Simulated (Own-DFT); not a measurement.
# Which defects push the lattice out? C11b WSi2

Everything here is calculated. The program is Own-DFT (plane waves, in-house, since retired, never reviewed by a person); positions were held fixed, and spin and spin-orbit coupling were off.

Common settings: PBEsol; PseudoDojo norm-conserving scalar-relativistic files, made for PBE; cutoff 50 hartree; 5 x 5 x 5 k mesh centred on Gamma; cold (Marzari-Vanderbilt) smearing of 0.2 eV.

Keep in mind: forces on such cells failed a check on a denser k mesh; stress not checked against mesh or cutoff.

All runs share one cell, with vectors in Å (-2.148, -5.953, 3.409); (-6.444, 2.976, 1.136); (-2.553, -2.948, -6.757) and a volume of 403.2 Å³. u is the rms random offset of the atoms per axis. The defect's site can differ from row to row.

| cell | formula | u (Å) | P (GPa) |
|---|---|---|---|
| no defect | Si20W10 | 0.0202 | 0.57 |
| no defect | Si20W10 | 0.0225 | 0.57 |
| no defect | Si20W10 | 0.0479 | 2.20 |
| one Si on a W site | Si21W9 | 0.0288 | 2.63 |
| one Si on a W site | Si21W9 | 0.0320 | ? |
| one Si on a W site | Si21W9 | 0.0439 | 3.20 |
| one Si on a W site | Si21W9 | 0.0470 | 2.59 |
| one Si vacancy | Si19W10 | 0.0264 | -0.80 |
| one Si vacancy | Si19W10 | 0.0284 | -0.64 |
| one Si vacancy | Si19W10 | 0.0515 | 0.95 |
| one W on a Si site | Si19W11 | 0.0300 | 5.48 |
| one W on a Si site | Si19W11 | 0.0309 | 5.61 |
| one W on a Si site | Si19W11 | 0.0472 | 6.33 |

## Analysis

P = P0 + c u² + a shift for each defect gives P0 = 0.34 GPa, c = 719 ± 125 GPa/Å² and a scatter of 0.33 GPa. The shifts, and each times the cell's volume:

- one W on a Si site: 4.48 ± 0.27 GPa, 11.3 eV
- one Si on a W site: 1.27 ± 0.28 GPa, 3.2 eV
- one Si vacancy: -1.50 ± 0.27 GPa, -3.8 eV

Positive is outwards. The product with the volume (160.2 GPa Å³ to the eV) is nearly free of the cell's size; divided by the bulk modulus at the cell's pressure it gives the volume that the defect adds. The atoms around the defects weren't relaxed, which would change these numbers.

## Check

Asked: what pressure belongs in the blank (one Si on a W site, u = 0.0320 Å)?

Estimate: 2.35 ± 0.39 GPa. The hidden result is 2.58 GPa.
